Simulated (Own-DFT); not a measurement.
Simulation results for GaP (zincblende, atoms displaced), GaN (wurtzite, strained, atoms displaced), GaP (zincblende, strained, atoms displaced)

All values are calculated (Own-DFT development build). A calculation, not a measurement: plane-wave PBE density functional theory by an unreviewed code, no spin, of a simulated periodic cell, stress positive in tension, free energy of the whole cell less one offset for each atom, forces on such cells passed a denser k mesh, this cell's mesh not checked; offsets are fitted by least squares, one for each functional and potential file, so energies compare only between cells with the same atoms and settings and are not formation energies; the far tail of each file's local potential was reset to the Coulomb form; each entry is a single point on an unrelaxed cell, so the pressure reflects the starting lattice, mostly measured values (interpolated for alloys), from which strain is counted, and rises with the displacements; printed positions are rounded, which can move forces by about a meV/angstrom; the program, named Own-DFT, is a retired in-house code; no spin-orbit coupling.

Common to all runs: functional PBE.

```yaml
- entry: 1
  formula: GaP
  kind: "zincblende, atoms displaced"
  structure:
    cell_angstrom: [[16.3515, 0.0, 0.0], [0.0, 10.901, 0.0], [0.0, 0.0, 10.901]]
    atoms_fractional:
      - [Ga, 0.00131, 0.00845, 0.00435]
      - [Ga, 0.00624, 0.24079, 0.25208]
      - [Ga, 0.1609, 0.98496, 0.25712]
      - [Ga, 0.16767, 0.27064, 0.99627]
      - [P, 0.08782, 0.10905, 0.11726]
      - [P, 0.08209, 0.36311, 0.36514]
      - [P, 0.24998, 0.11679, 0.39332]
      - [P, 0.264, 0.35105, 0.13111]
      - [Ga, 0.99292, 0.00749, 0.48322]
      - [Ga, 0.00689, 0.26131, 0.74702]
      - [Ga, 0.17087, 0.99053, 0.7524]
      - [Ga, 0.17383, 0.24874, 0.48539]
      - [P, 0.08778, 0.14718, 0.61862]
      - [P, 0.07522, 0.37688, 0.87874]
      - [P, 0.24546, 0.12848, 0.87053]
      - [P, 0.24824, 0.35322, 0.62012]
      - [Ga, 0.99721, 0.51179, 0.99082]
      - [Ga, 0.00155, 0.74944, 0.24743]
      - [Ga, 0.16549, 0.51101, 0.2391]
      - [Ga, 0.16217, 0.7665, 0.01469]
      - [P, 0.07166, 0.63443, 0.11924]
      - [P, 0.0861, 0.87014, 0.36251]
      - [P, 0.24926, 0.62041, 0.36809]
      - [P, 0.27094, 0.87812, 0.11735]
      - [Ga, 0.99908, 0.49954, 0.4942]
      - [Ga, 0.00041, 0.74145, 0.74792]
      - [Ga, 0.16446, 0.50149, 0.74723]
      - [Ga, 0.16632, 0.75022, 0.4942]
      - [P, 0.09128, 0.63452, 0.62071]
      - [P, 0.07808, 0.87285, 0.88518]
      - [P, 0.24584, 0.63176, 0.86427]
      - [P, 0.2406, 0.86731, 0.62341]
      - [Ga, 0.34863, 0.00216, 0.99249]
      - [Ga, 0.33155, 0.24928, 0.25772]
      - [Ga, 0.49967, 0.00825, 0.26493]
      - [Ga, 0.48812, 0.25699, 0.00086]
      - [P, 0.42134, 0.12466, 0.11515]
      - [P, 0.41814, 0.37433, 0.38604]
      - [P, 0.5814, 0.11178, 0.38789]
      - [P, 0.58501, 0.36425, 0.12415]
      - [Ga, 0.33025, 0.00928, 0.4951]
      - [Ga, 0.33211, 0.25641, 0.74662]
      - [Ga, 0.50245, 0.99883, 0.75776]
      - [Ga, 0.50409, 0.24343, 0.47652]
      - [P, 0.41682, 0.14053, 0.62625]
      - [P, 0.42007, 0.37972, 0.87309]
      - [P, 0.57053, 0.12496, 0.87356]
      - [P, 0.58836, 0.35887, 0.62324]
      - [Ga, 0.33108, 0.49704, 0.00021]
      - [Ga, 0.33318, 0.75619, 0.25166]
      - [Ga, 0.50571, 0.50066, 0.24802]
      - [Ga, 0.50576, 0.75058, 0.99849]
      - [P, 0.42153, 0.63049, 0.12215]
      - [P, 0.41499, 0.87915, 0.37914]
      - [P, 0.57345, 0.61721, 0.37055]
      - [P, 0.5834, 0.87515, 0.12747]
      - [Ga, 0.33691, 0.51247, 0.48886]
      - [Ga, 0.33046, 0.73903, 0.7542]
      - [Ga, 0.49534, 0.49086, 0.76447]
      - [Ga, 0.49501, 0.74847, 0.47507]
      - [P, 0.41303, 0.62503, 0.62728]
      - [P, 0.42481, 0.85364, 0.87997]
      - [P, 0.58219, 0.62897, 0.86234]
      - [P, 0.58962, 0.87719, 0.62364]
      - [Ga, 0.65522, 0.00097, 0.00297]
      - [Ga, 0.67551, 0.24369, 0.2519]
      - [Ga, 0.84366, 0.99479, 0.24162]
      - [Ga, 0.84165, 0.2672, 0.99906]
      - [P, 0.75337, 0.12858, 0.11183]
      - [P, 0.74579, 0.38136, 0.37542]
      - [P, 0.91346, 0.13053, 0.38004]
      - [P, 0.92362, 0.3632, 0.12643]
      - [Ga, 0.67582, 0.0136, 0.49426]
      - [Ga, 0.66454, 0.24302, 0.75809]
      - [Ga, 0.83859, 0.00625, 0.74273]
      - [Ga, 0.8309, 0.26557, 0.50231]
      - [P, 0.75494, 0.1248, 0.62659]
      - [P, 0.74501, 0.36867, 0.87563]
      - [P, 0.91431, 0.12138, 0.88799]
      - [P, 0.9213, 0.37926, 0.6321]
      - [Ga, 0.66702, 0.48984, 0.00698]
      - [Ga, 0.66574, 0.74848, 0.2378]
      - [Ga, 0.83645, 0.49673, 0.26183]
      - [Ga, 0.8359, 0.74423, 0.99669]
      - [P, 0.75143, 0.62094, 0.12815]
      - [P, 0.75071, 0.86648, 0.3631]
      - [P, 0.92051, 0.63798, 0.37379]
      - [P, 0.92495, 0.87553, 0.12182]
      - [Ga, 0.67131, 0.50108, 0.4894]
      - [Ga, 0.66615, 0.7537, 0.74995]
      - [Ga, 0.82567, 0.4819, 0.75077]
      - [Ga, 0.8343, 0.75822, 0.50354]
      - [P, 0.74729, 0.62248, 0.61293]
      - [P, 0.74144, 0.87231, 0.88342]
      - [P, 0.9112, 0.59908, 0.87809]
      - [P, 0.91576, 0.8752, 0.64312]
  settings:
    potential_files: "PseudoDojo norm-conserving, scalar-relativistic, standard set"
    "wave_cutoff [hartree]": 42.0
    occupations: Fermi-Dirac
    "smearing_width [eV]": 0.1
    k_mesh: "2 x 3 x 3 centred on Gamma"
  results:
    "free_energy_of_cell_above_offsets [eV]": "-40.392"
    "pressure [GPa]": 4.48
    "stress_xx [GPa]": -4.58
    "stress_yy [GPa]": -4.4
    "stress_zz [GPa]": -4.44
    "stress_yz [GPa]": 0.05
    "stress_xz [GPa]": -1.31
    "stress_xy [GPa]": 0.53
    force_element: [Ga, Ga, Ga, Ga, P, P, P, P, Ga, Ga, Ga, Ga, P, P, P, P, Ga, Ga, Ga, Ga, P, P, P, P, Ga, Ga, Ga, Ga, P, P, P, P, Ga, Ga, Ga, Ga, P, P, P, P, Ga, Ga, Ga, Ga, P, P, P, P, Ga, Ga, Ga, Ga, P, P, P, P, Ga, Ga, Ga, Ga, P, P, P, P, Ga, Ga, Ga, Ga, P, P, P, P, Ga, Ga, Ga, Ga, P, P, P, P, Ga, Ga, Ga, Ga, P, P, P, P, Ga, Ga, Ga, Ga, P, P, P, P]
    "force_x [eV/angstrom]": [-0.6, -0.595, 3.167, 0.079, 1.188, 1.239, -1.176, -2.965, 1.737, -1.026, -1.544, -1.75, -0.468, 1.508, 1.21, -0.009, 1.055, -0.663, -0.417, 1.243, 2.202, -2.024, -0.129, -2.876, 0.731, -0.014, 0.434, 0.319, -1.688, 0.135, -1.121, 2.273, -1.085, 2.096, -0.365, 1.951, -0.473, -0.134, 1.766, -0.364, 2.046, 0.348, -1.233, -0.675, 0.558, -2.997, 1.565, -0.689, 0.277, 0.834, -1.706, 0.973, -0.595, -1.014, 2.765, -1.004, -0.569, 0.782, 2.262, 0.721, 1.023, -1.676, 0.39, -0.794, 0.85, -0.893, -1.45, -1.352, 0.178, 1.187, -1.047, 0.407, 0.35, -0.172, -1.065, 0.364, -0.223, 0.306, 0.397, -0.724, -0.323, -0.237, 0.527, -0.362, 0.41, 0.302, -0.633, -0.671, -2.324, 0.397, -0.174, -0.152, 0.837, 1.38, -1.534, 1.001]
    "force_y [eV/angstrom]": [-1.058, -1.344, 2.163, -1.891, 2.231, 2.102, 0.416, 3.629, -0.945, -1.898, 0.935, 0.886, -2.486, 1.391, -0.144, 3.65, -2.139, 0.704, -1.516, -0.506, -1.063, -1.113, 1.07, 0.362, 0.383, -0.238, -0.972, 0.016, -1.528, 0.419, -1.426, 0.543, -0.19, -2.319, -1.194, 0.048, -0.037, 0.405, 0.947, 0.03, -1.937, -0.755, -1.244, 1.111, -1.759, -1.202, 1.019, 1.394, 0.833, -1.027, -1.521, -1.14, -0.846, 0.79, 1.036, 0.378, -1.285, 1.528, 1.701, -0.037, -0.089, 2.212, -1.193, 0.337, 0.746, -0.615, 0.619, -1.314, -0.527, -1.176, 0.651, 2.092, -2.374, -0.737, -0.047, -0.572, 1.106, -0.144, 1.019, 0.135, 1.193, -0.642, 0.338, 0.369, -0.529, 1.28, -1.063, -0.729, 0.411, -0.384, 1.179, -0.226, 0.404, 0.507, 2.875, -0.475]
    "force_z [eV/angstrom]": [-0.93, -1.149, -2.239, 0.395, 1.394, 0.713, -4.491, -2.206, 2.324, 0.145, -0.012, 0.727, 0.094, 0.211, 0.649, -0.073, 2.141, 0.271, -0.312, -0.546, -0.263, 2.541, -0.126, 0.437, 0.212, 0.957, -0.375, -0.747, -0.043, -1.258, 2.68, -0.061, -1.285, 2.118, -1.993, -0.214, 2.702, -2.09, -1.972, 0.539, 3.292, 0.855, -2.006, 3.112, -0.482, 1.175, 1.466, -0.507, -0.043, 0.022, -1.41, 0.935, 0.499, -0.706, 0.475, 0.671, 1.593, -1.094, -3.124, 3.014, -0.542, -1.858, 1.406, -1.044, -0.465, -0.422, 0.267, -0.519, 0.707, -0.695, -1.427, 1.051, 0.831, -0.521, 2.109, 0.546, -0.051, 0.518, -1.686, -0.934, -0.675, 0.897, -1.134, 0.198, -0.269, 0.546, 0.672, -0.428, 1.445, -0.724, -0.922, 0.089, 1.393, -0.505, -2.185, -2.269]
- entry: 2
  formula: GaN
  kind: "wurtzite, strained, atoms displaced"
  structure:
    cell_angstrom: [[12.756, 0.0, 0.0], [-4.7835, 8.2853, 0.0], [0.0, 0.0, 10.3182]]
    atoms_fractional:
      - [Ga, 0.08469, 0.21815, 0.00296]
      - [Ga, 0.15905, 0.10866, 0.25764]
      - ["N", 0.0787, 0.21646, 0.18564]
      - ["N", 0.16209, 0.10369, 0.43689]
      - [Ga, 0.07561, 0.21788, 0.50301]
      - [Ga, 0.1659, 0.11058, 0.74836]
      - ["N", 0.08768, 0.22825, 0.68524]
      - ["N", 0.15939, 0.10758, 0.93572]
      - [Ga, 0.08536, 0.55605, 0.00576]
      - [Ga, 0.1617, 0.44472, 0.24546]
      - ["N", 0.08706, 0.55276, 0.19052]
      - ["N", 0.16617, 0.44241, 0.43447]
      - [Ga, 0.08714, 0.55617, 0.49635]
      - [Ga, 0.16351, 0.44398, 0.7507]
      - ["N", 0.0846, 0.55934, 0.69257]
      - ["N", 0.16064, 0.44012, 0.9374]
      - [Ga, 0.08349, 0.88506, 0.99689]
      - [Ga, 0.15702, 0.77284, 0.24961]
      - ["N", 0.09059, 0.89228, 0.18427]
      - ["N", 0.16679, 0.76981, 0.43976]
      - [Ga, 0.0831, 0.8893, 0.50226]
      - [Ga, 0.175, 0.78132, 0.75073]
      - ["N", 0.08219, 0.89653, 0.69687]
      - ["N", 0.16421, 0.77368, 0.93708]
      - [Ga, 0.33071, 0.2248, 0.00104]
      - [Ga, 0.41793, 0.10415, 0.24653]
      - ["N", 0.3326, 0.22785, 0.19488]
      - ["N", 0.4173, 0.11564, 0.43488]
      - [Ga, 0.33688, 0.23031, 0.49604]
      - [Ga, 0.41872, 0.12632, 0.75091]
      - ["N", 0.33008, 0.20912, 0.69541]
      - ["N", 0.41946, 0.11767, 0.93795]
      - [Ga, 0.33834, 0.55597, 0.00676]
      - [Ga, 0.42026, 0.45342, 0.25438]
      - ["N", 0.33165, 0.54879, 0.18789]
      - ["N", 0.41621, 0.43113, 0.43952]
      - [Ga, 0.33525, 0.55353, 0.50237]
      - [Ga, 0.41212, 0.43898, 0.74477]
      - ["N", 0.33935, 0.56604, 0.69799]
      - ["N", 0.41843, 0.44889, 0.94103]
      - [Ga, 0.33635, 0.90292, 0.99651]
      - [Ga, 0.41583, 0.77199, 0.23891]
      - ["N", 0.33001, 0.88341, 0.18104]
      - ["N", 0.41688, 0.78071, 0.43963]
      - [Ga, 0.33068, 0.89217, 0.49615]
      - [Ga, 0.41199, 0.77686, 0.74889]
      - ["N", 0.33351, 0.8962, 0.69174]
      - ["N", 0.41068, 0.77126, 0.94319]
      - [Ga, 0.58062, 0.20656, 0.00397]
      - [Ga, 0.66087, 0.10647, 0.25081]
      - ["N", 0.58461, 0.22305, 0.19369]
      - ["N", 0.66432, 0.10723, 0.44478]
      - [Ga, 0.58312, 0.22213, 0.5018]
      - [Ga, 0.66023, 0.103, 0.75188]
      - ["N", 0.59182, 0.23066, 0.68831]
      - ["N", 0.6611, 0.11542, 0.93846]
      - [Ga, 0.58232, 0.54936, 0.9956]
      - [Ga, 0.67378, 0.44698, 0.25238]
      - ["N", 0.57683, 0.55572, 0.19013]
      - ["N", 0.66648, 0.44452, 0.44506]
      - [Ga, 0.58721, 0.55696, 0.5033]
      - [Ga, 0.66457, 0.43604, 0.74825]
      - ["N", 0.57696, 0.54936, 0.68296]
      - ["N", 0.66289, 0.44791, 0.93764]
      - [Ga, 0.58617, 0.89444, 0.99354]
      - [Ga, 0.67107, 0.77365, 0.25128]
      - ["N", 0.58042, 0.88248, 0.18577]
      - ["N", 0.66061, 0.77843, 0.4377]
      - [Ga, 0.58093, 0.89642, 0.50624]
      - [Ga, 0.67059, 0.77723, 0.74764]
      - ["N", 0.58921, 0.89688, 0.68932]
      - ["N", 0.66675, 0.76974, 0.94107]
      - [Ga, 0.83412, 0.21711, 0.99708]
      - [Ga, 0.90665, 0.10061, 0.24595]
      - ["N", 0.83584, 0.21962, 0.18331]
      - ["N", 0.91931, 0.11263, 0.43748]
      - [Ga, 0.83424, 0.21905, 0.50295]
      - [Ga, 0.90717, 0.10593, 0.74293]
      - ["N", 0.82968, 0.22002, 0.70088]
      - ["N", 0.91343, 0.10544, 0.94156]
      - [Ga, 0.83085, 0.55643, 0.00173]
      - [Ga, 0.91216, 0.44004, 0.24252]
      - ["N", 0.83012, 0.54556, 0.18681]
      - ["N", 0.91317, 0.4434, 0.43662]
      - [Ga, 0.83273, 0.56587, 0.49633]
      - [Ga, 0.91517, 0.44404, 0.74694]
      - ["N", 0.84411, 0.56121, 0.68338]
      - ["N", 0.91749, 0.44584, 0.93667]
      - [Ga, 0.83305, 0.88845, 0.98983]
      - [Ga, 0.91091, 0.76803, 0.24833]
      - ["N", 0.83531, 0.88714, 0.18634]
      - ["N", 0.91977, 0.77319, 0.44398]
      - [Ga, 0.83193, 0.90417, 0.50357]
      - [Ga, 0.91511, 0.77406, 0.75022]
      - ["N", 0.82991, 0.87963, 0.68353]
      - ["N", 0.91556, 0.77379, 0.9369]
  settings:
    potential_files: "PseudoDojo norm-conserving, scalar-relativistic, standard set with the stringent files for Ga"
    "wave_cutoff [hartree]": 96.0
    occupations: Gaussian
    "smearing_width [eV]": 0.01
    k_mesh: "3 x 4 x 3 centred on Gamma"
  results:
    "free_energy_of_cell_above_offsets [eV]": "-5.140"
    "pressure [GPa]": 7.82
    "stress_xx [GPa]": -6.44
    "stress_yy [GPa]": -8.91
    "stress_zz [GPa]": -8.1
    "stress_yz [GPa]": 0.4
    "stress_xz [GPa]": -0.06
    "stress_xy [GPa]": 1.24
    force_element: [Ga, Ga, "N", "N", Ga, Ga, "N", "N", Ga, Ga, "N", "N", Ga, Ga, "N", "N", Ga, Ga, "N", "N", Ga, Ga, "N", "N", Ga, Ga, "N", "N", Ga, Ga, "N", "N", Ga, Ga, "N", "N", Ga, Ga, "N", "N", Ga, Ga, "N", "N", Ga, Ga, "N", "N", Ga, Ga, "N", "N", Ga, Ga, "N", "N", Ga, Ga, "N", "N", Ga, Ga, "N", "N", Ga, Ga, "N", "N", Ga, Ga, "N", "N", Ga, Ga, "N", "N", Ga, Ga, "N", "N", Ga, Ga, "N", "N", Ga, Ga, "N", "N", Ga, Ga, "N", "N", Ga, Ga, "N", "N"]
    "force_x [eV/angstrom]": [-0.974, 1.08, -0.448, 0.021, 2.011, -0.673, -0.896, 1.405, -0.235, 2.005, -2.408, 0.502, -0.846, 0.284, 0.137, 1.082, -0.241, 1.825, -1.957, -0.98, 0.602, -2.037, 0.829, 0.564, -0.222, -1.591, 0.286, 0.332, -0.462, 2.723, -1.991, -0.417, -1.258, -0.318, -0.698, -0.608, -0.355, 0.067, -0.53, -0.121, -0.099, -0.673, -0.052, -0.075, 0.719, 0.551, 1.19, 0.431, -2.061, 1.115, 0.112, 0.38, -0.09, 0.002, -0.957, 2.649, -0.961, -2.479, 2.424, 0.232, -0.795, 0.354, 0.831, 1.803, -0.173, -1.257, 0.826, 0.875, 0.168, -1.357, -0.383, -0.797, -0.62, 1.325, -1.438, -1.295, -1.018, 2.034, -0.254, 0.309, 0.263, 1.495, 0.039, 0.421, 1.136, 0.785, -1.937, -0.374, 0.409, 1.041, -0.103, -1.473, 0.623, 0.719, 0.178, -0.208]
    "force_y [eV/angstrom]": [0.516, 0.489, 0.239, 0.974, 1.097, 0.352, -0.899, 0.082, -0.226, -1.417, 0.646, -0.335, -1.001, 0.536, -0.26, 0.06, 0.291, 0.348, -0.612, 1.389, -0.493, -0.421, -1.422, 0.628, 0.033, 0.539, -0.821, -0.511, -3.465, -1.91, 2.581, 0.346, -0.497, -1.749, 0.292, 3.777, 0.329, 0.346, -2.258, -0.984, -2.125, 0.352, 0.216, -0.52, 0.018, 1.499, 0.641, 1.548, 2.951, -0.378, 0.083, 1.225, 0.003, 1.72, -2.159, -1.161, 0.507, -0.728, 0.09, 0.045, 0.121, 2.658, 0.447, -1.54, -1.583, 0.284, 0.874, 0.367, -1.574, -1.09, -1.951, 1.118, 1.038, 1.101, -0.323, -0.044, 1.104, 0.187, 0.03, 0.412, -0.738, -0.462, 1.33, -0.222, -2.19, 0.54, -0.728, -0.319, -0.705, 1.258, -0.953, 2.172, -2.601, 0.178, 1.079, 0.288]
    "force_z [eV/angstrom]": [-0.698, -1.689, 1.097, 1.563, -0.78, 0.516, 0.596, 0.23, -1.351, 0.793, -0.311, 0.531, 0.886, 0.327, -1.116, 0.737, -0.179, 0.256, 0.36, -0.468, 0.732, 0.147, -1.282, 0.371, 0.768, 0.145, -0.599, 0.596, 0.879, 0.39, -2.047, 0.093, -1.436, -0.226, 0.894, 0.099, -0.219, 1.195, -1.725, -1.037, -0.109, 1.191, 1.087, -0.395, 0.4, 1.037, -0.793, -0.765, 0.644, 0.26, -0.575, -0.964, -0.373, 0.179, -0.201, -0.584, 1.246, 0.413, -0.394, -1.139, -1.158, 0.511, 1.519, -0.116, 0.651, -0.445, -0.136, 0.612, -0.979, 0.534, 0.599, -1.065, -0.381, 0.119, 0.592, -0.47, -0.05, 1.562, -1.755, -1.413, -1.368, 1.296, -0.091, -0.092, 0.974, 0.707, 0.366, 0.769, 1.182, 0.451, -0.252, -1.706, -1.319, -0.105, 0.853, 0.402]
- entry: 3
  formula: GaP
  kind: "zincblende, strained, atoms displaced"
  structure:
    cell_angstrom: [[10.862, 0.0, 0.0], [0.0, 10.862, 0.0], [0.0, 0.0, 10.9439]]
    atoms_fractional:
      - [Ga, 0.99993, 0.00386, 0.00107]
      - [Ga, 0.99952, 0.25067, 0.2477]
      - [Ga, 0.24701, 0.99806, 0.24838]
      - [Ga, 0.25329, 0.25625, 0.99643]
      - [P, 0.12169, 0.12299, 0.12726]
      - [P, 0.11997, 0.37503, 0.37328]
      - [P, 0.37383, 0.12628, 0.37388]
      - [P, 0.37444, 0.36985, 0.12804]
      - [Ga, 0.99978, 0.99479, 0.49467]
      - [Ga, 0.00201, 0.24856, 0.7519]
      - [Ga, 0.24935, 0.00468, 0.75499]
      - [Ga, 0.25424, 0.25226, 0.49945]
      - [P, 0.12848, 0.12561, 0.62439]
      - [P, 0.12807, 0.37501, 0.87645]
      - [P, 0.37278, 0.12465, 0.87396]
      - [P, 0.37449, 0.37706, 0.62285]
      - [Ga, 0.99972, 0.49653, 0.00204]
      - [Ga, 0.99983, 0.74884, 0.24964]
      - [Ga, 0.2479, 0.50273, 0.25233]
      - [Ga, 0.24752, 0.7534, 0.00095]
      - [P, 0.12312, 0.62533, 0.12405]
      - [P, 0.12499, 0.8742, 0.37847]
      - [P, 0.37704, 0.62664, 0.3763]
      - [P, 0.38219, 0.87214, 0.12863]
      - [Ga, 0.00018, 0.49958, 0.50276]
      - [Ga, 0.9998, 0.74827, 0.74266]
      - [Ga, 0.25291, 0.50092, 0.75278]
      - [Ga, 0.25156, 0.74885, 0.50174]
      - [P, 0.12454, 0.62521, 0.62429]
      - [P, 0.12775, 0.87606, 0.87792]
      - [P, 0.37143, 0.62749, 0.86603]
      - [P, 0.37558, 0.8782, 0.62415]
      - [Ga, 0.49903, 0.99573, 0.99558]
      - [Ga, 0.49948, 0.24838, 0.25079]
      - [Ga, 0.75144, 0.00247, 0.25224]
      - [Ga, 0.74787, 0.25099, 0.99762]
      - [P, 0.62488, 0.12396, 0.12263]
      - [P, 0.6329, 0.37532, 0.37648]
      - [P, 0.87737, 0.12429, 0.37096]
      - [P, 0.87428, 0.37478, 0.12844]
      - [Ga, 0.49881, 0.99948, 0.50359]
      - [Ga, 0.4989, 0.24565, 0.74713]
      - [Ga, 0.75054, 0.99907, 0.75077]
      - [Ga, 0.75064, 0.24677, 0.5017]
      - [P, 0.62321, 0.13147, 0.62763]
      - [P, 0.62249, 0.37972, 0.86792]
      - [P, 0.87509, 0.12344, 0.87317]
      - [P, 0.87598, 0.37451, 0.6251]
      - [Ga, 0.49933, 0.50006, 0.99666]
      - [Ga, 0.49873, 0.74896, 0.24691]
      - [Ga, 0.74988, 0.5035, 0.25248]
      - [Ga, 0.74779, 0.75212, 0.99971]
      - [P, 0.62812, 0.62092, 0.12626]
      - [P, 0.62603, 0.87404, 0.37841]
      - [P, 0.87286, 0.62723, 0.37752]
      - [P, 0.8735, 0.87279, 0.12824]
      - [Ga, 0.49626, 0.49974, 0.50299]
      - [Ga, 0.49985, 0.74787, 0.75276]
      - [Ga, 0.74693, 0.49923, 0.75013]
      - [Ga, 0.74994, 0.75291, 0.50106]
      - [P, 0.62264, 0.62329, 0.62588]
      - [P, 0.62513, 0.87586, 0.87565]
      - [P, 0.87802, 0.62599, 0.87112]
      - [P, 0.87967, 0.87923, 0.63027]
  settings:
    potential_files: "PseudoDojo norm-conserving, scalar-relativistic, standard set"
    "wave_cutoff [hartree]": 42.0
    occupations: Fermi-Dirac
    "smearing_width [eV]": 0.1
    hardware: "one NVIDIA H100"
    k_mesh: "3 x 3 x 3 centred on Gamma"
  results:
    "free_energy_of_cell_above_offsets [eV]": "-35.052"
    "pressure [GPa]": 3.14
    "stress_xx [GPa]": -3.33
    "stress_yy [GPa]": -3.33
    "stress_zz [GPa]": -2.74
    "stress_yz [GPa]": 0.23
    "stress_xz [GPa]": 0.07
    "stress_xy [GPa]": 0.04
    force_element: [Ga, Ga, Ga, Ga, P, P, P, P, Ga, Ga, Ga, Ga, P, P, P, P, Ga, Ga, Ga, Ga, P, P, P, P, Ga, Ga, Ga, Ga, P, P, P, P, Ga, Ga, Ga, Ga, P, P, P, P, Ga, Ga, Ga, Ga, P, P, P, P, Ga, Ga, Ga, Ga, P, P, P, P, Ga, Ga, Ga, Ga, P, P, P, P]
    "force_x [eV/angstrom]": [-0.263, 0.037, 0.323, -0.293, 0.677, 0.541, 0.114, 0.122, 0.047, 0.043, -0.153, -0.621, -0.391, -0.397, 0.52, -0.088, -0.139, -0.03, 0.106, 0.5, 0.251, 0.322, -0.217, -1.086, -0.23, 0.422, -0.644, 0.028, 0.436, -0.684, 0.247, -0.259, 0.0, 0.607, -0.37, 0.024, -0.159, -1.062, -0.104, -0.296, 0.251, -0.42, -0.261, 0.444, 0.483, -0.157, -0.077, -0.088, -0.344, 0.886, 0.361, 0.461, -0.564, -0.312, 0.408, 0.111, 0.731, 0.205, 0.661, 0.097, 0.264, -0.009, -0.372, -0.64]
    "force_y [eV/angstrom]": [-0.66, -0.081, 0.008, -0.878, 0.561, 0.043, -0.428, 1.009, 0.866, 0.086, -0.596, -0.031, -0.082, 0.229, 0.265, -0.306, 0.264, 0.053, -0.229, -0.353, -0.038, -0.512, -0.184, 0.506, 0.059, 0.242, -0.329, 0.208, -0.314, 0.077, 0.089, -0.35, 0.56, 0.07, -0.384, 0.183, -0.075, -0.08, 0.143, 0.086, 0.378, 0.833, 0.342, 0.185, -1.242, -0.887, 0.338, -0.132, 0.051, -0.386, -0.306, -0.407, 0.434, 0.358, -0.091, 0.394, -0.027, 0.557, 0.352, -0.132, 0.382, -0.3, -0.164, -0.226]
    "force_z [eV/angstrom]": [0.023, 0.142, 0.239, 0.628, -0.526, 0.318, 0.089, -0.187, 0.607, -0.336, -0.663, -0.205, -0.257, -0.27, 0.41, 0.545, -0.223, 0.282, -0.13, 0.125, 0.032, -0.636, -0.176, -0.686, -0.344, 0.946, -0.694, 0.009, 0.005, -0.463, 1.658, 0.727, 0.47, 0.15, -0.259, -0.064, 0.019, 0.036, 0.671, -0.461, -0.446, 0.448, -0.111, -0.215, -0.423, 0.707, 0.312, 0.309, 0.232, 0.705, 0.083, 0.075, -0.488, -0.422, 0.049, -0.39, -0.559, -0.695, -0.382, 0.529, -0.129, -0.36, 0.42, -0.8]
    "wall_time [s]": 515.6
```
